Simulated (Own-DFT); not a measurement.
# A layer strained by its substrate: diamond-structure SiGeSn with randomly placed atoms, 64 atoms (Ge40Si16Sn8)

Calculated, not measured: single-point runs of Own-DFT, a retired in-house plane-wave DFT program that no person has reviewed, on unrelaxed cells, without spin or spin-orbit coupling.

Settings: PBE; PseudoDojo norm-conserving scalar-relativistic files; cutoff 49 hartree; 3 x 3 x 3 k mesh centred on Gamma; Fermi-Dirac smearing of 0.1 eV.

Caveats: forces on such cells moved up to 12 meV/angstrom on a denser k mesh; stress not checked against mesh or cutoff.

Unstrained cell vectors in Å: (11.410, 0.000, 0.000); (0.000, 11.410, 0.000); (0.000, 0.000, 11.410). The unstrained cell has measured lattice constants (interpolated for alloys), not those of this functional. That, the random moves and any unrelaxed bonds set the pressure at no strain. Each run strains x and y alike by e, as a substrate would, and holds the height along z. Each coordinate of each atom was shifted by a normal deviate of width 0.05 Å. The random placing of the alloy's atoms differs from row to row. Stress is positive in tension.

| e (%) | u (Å) | (s_xx + s_yy)/2 (GPa) | s_zz (GPa) |
|---|---|---|---|
| -2.00 | 0.047 | -8.79 | -7.51 |
| -2.00 | 0.049 | -9.01 | -7.66 |
| -1.75 | 0.050 | ? | ? |
| -0.75 | 0.049 | -5.89 | -5.39 |
| -0.75 | 0.049 | -6.08 | -5.55 |
| -0.50 | 0.051 | -5.85 | -5.46 |
| -0.50 | 0.048 | -5.42 | -5.18 |
| 0.50 | 0.049 | -3.87 | -4.26 |
| 0.50 | 0.043 | -3.76 | -4.00 |
| 1.00 | 0.048 | -3.12 | -3.70 |
| 1.00 | 0.043 | -2.89 | -3.44 |
| 1.25 | 0.046 | -2.52 | -3.26 |

## Working it out

With e as a fraction, the in-plane stress is -4.6 + 181 e - 1544 e² GPa (errors 6 and 458, scatter 0.16), and s_zz is -4.6 + 120 e - 1373 e² GPa (slope ± 5, scatter 0.15). At e = 0 the first slope is C11 + C12 and the second 2 C12, both with the ions held to the strained lattice and at the cell's own pressure. The term in e² is negative: the layer stiffens under compression and softens under tension. A free layer would change its height as e changes, and the in-plane slope would drop by 2 C12²/C11 to the biaxial modulus. At fixed height, a misfit of 1 % moves the in-plane stress by about 1.8 GPa and s_zz by 1.2 GPa.

## Prediction

Q: what are the two stresses at e = -1.75 %?

Estimate: -8.3 and -7.1 GPa. The hidden result is -8.44 and -7.08 GPa.
